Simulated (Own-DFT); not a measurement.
# PBE and PBEsol under strain: L1_0 TiAl, 32 atoms (Al16Ti16)

No measurement is shown. These are fixed-geometry runs of a retired plane-wave code named Own-DFT, which no person has reviewed; spin and spin-orbit coupling are neglected.

Caveats: forces on such cells failed a check on a denser k mesh; stress not checked against mesh or cutoff.

Each geometry was run with PBE and with PBEsol, otherwise alike: PseudoDojo norm-conserving scalar-relativistic files made for PBE; cutoff 42 hartree; 4 x 4 x 4 k mesh centred on Gamma; cold (Marzari-Vanderbilt) smearing of 0.2 eV. Unstrained cell vectors in Å: (5.621, 5.621, 0.000); (-5.622, 5.622, 0.000); (0.000, 0.000, 8.133). Each has a uniform strain, of which the change of volume is shown, and random moves of rms u per axis.

| run | volume change (%) | u (Å) | P with PBE (GPa) | P with PBEsol (GPa) |
|---|---|---|---|---|
| 1 | 3.30 | 0.0484 | -1.83 | -4.53 |
| 2 | -2.20 | 0.0494 | 4.61 | 1.66 |
| 3 | -2.81 | 0.0455 | 5.35 | 2.37 |
| 4 | -0.41 | 0.0471 | 2.17 | -0.69 |
| 5 | 1.26 | 0.0474 | 0.45 | -2.34 |
| 6 | -2.47 | 0.0508 | 4.91 | 1.95 |
| 7 | 1.26 | 0.0458 | 0.64 | -2.15 |
| 8 | 1.96 | 0.0414 | -0.50 | -3.26 |
| 9 | -0.39 | 0.0519 | 2.44 | -0.43 |
| 10 | -0.77 | 0.0444 | 2.63 | -0.25 |
| 11 | -3.52 | 0.0461 | 6.25 | 3.25 |
| 12 | -0.68 | 0.0493 | 2.75 | ? |

Asked: by how much does PBEsol shrink this cell, and what belongs in the blank?

## Answer

Write v for the change of volume as a fraction. Fitted to v and u², the PBE pressure has a slope of -118 ± 2 GPa in v, with the ions held to the strained lattice. The difference PBEsol less PBE is -2.85 + 4.5 v GPa (slope ± 0.1) and averages -2.87 GPa. Divided by the mean slope of the two, 116 GPa, that makes PBEsol's volume at a given pressure, near 1 GPa, about 2.5 % smaller, or 0.82 % in lengths. At one volume PBEsol's slope is the smaller by 5 GPa, but its pressure there is lower too. If stiffness rises by about 4 GPa for each GPa, PBEsol at equal pressure is stiffer by about 7 GPa. Files made for PBEsol would give a different shift.

For run 12 the line gives -0.13 GPa. The hidden result is -0.13 GPa.
